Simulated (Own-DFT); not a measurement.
# PBE and PBEsol under strain: C40 NbSi2, 36 atoms (Nb12Si24)

Source: density functional calculations with Own-DFT, an unreviewed in-house program that is no longer used. Nothing was measured or relaxed, and spin and spin-orbit coupling are left out.

Caveats: forces on such cells failed a check on a denser k mesh; stress not checked against mesh or cutoff.

Each geometry was run with PBE and with PBEsol, otherwise alike: PseudoDojo norm-conserving scalar-relativistic files made for PBE; cutoff 42 hartree; 4 x 4 x 5 k mesh centred on Gamma; cold (Marzari-Vanderbilt) smearing of 0.2 eV. Unstrained cell vectors in Å: (0.000, 8.324, 0.000); (-9.613, 0.000, 0.000); (0.000, 0.000, 6.586). Each has a uniform strain, of which the change of volume is shown, and random moves of rms u per axis.

```
run  volume change (%)   u (Å)  P with PBE (GPa)  P with PBEsol (GPa)
  1               1.22  0.0507              0.05                -3.55
  2              -1.88  0.0465              6.64                 2.90
  3               0.76  0.0510              1.71                -1.91
  4               0.83  0.0479              1.67                -1.95
  5               1.55  0.0500              0.19                -3.40
  6              -1.47  0.0537              6.03                 2.30
  7               4.75  0.0513             -4.88                -8.34
  8              -2.47  0.0446              7.57                 3.80
  9               0.90  0.0498              0.54                -3.07
 10               0.80  0.0424              1.25                -2.37
 11               0.97  0.0503              0.80                    ?
```

Q: by how much does PBEsol shrink this cell, and what belongs in the blank?

## Worked answer

Write v for the change of volume as a fraction. Fitted to v and u², the PBE pressure has a slope of -181 ± 9 GPa in v, with the ions held to the strained lattice. The difference PBEsol less PBE is -3.66 + 4.4 v GPa (slope ± 0.1) and averages -3.63 GPa. Divided by the mean slope of the two, 179 GPa, that makes PBEsol's volume at a given pressure, near 0 GPa, about 2.0 % smaller, or 0.68 % in lengths. At one volume PBEsol's slope is the smaller by 4 GPa, but its pressure there is lower too. If stiffness rises by about 4 GPa for each GPa, PBEsol at equal pressure is stiffer by about 10 GPa. Files made for PBEsol would give a different shift.

For run 11 the line gives -2.82 GPa. DFT gave -2.81 GPa.
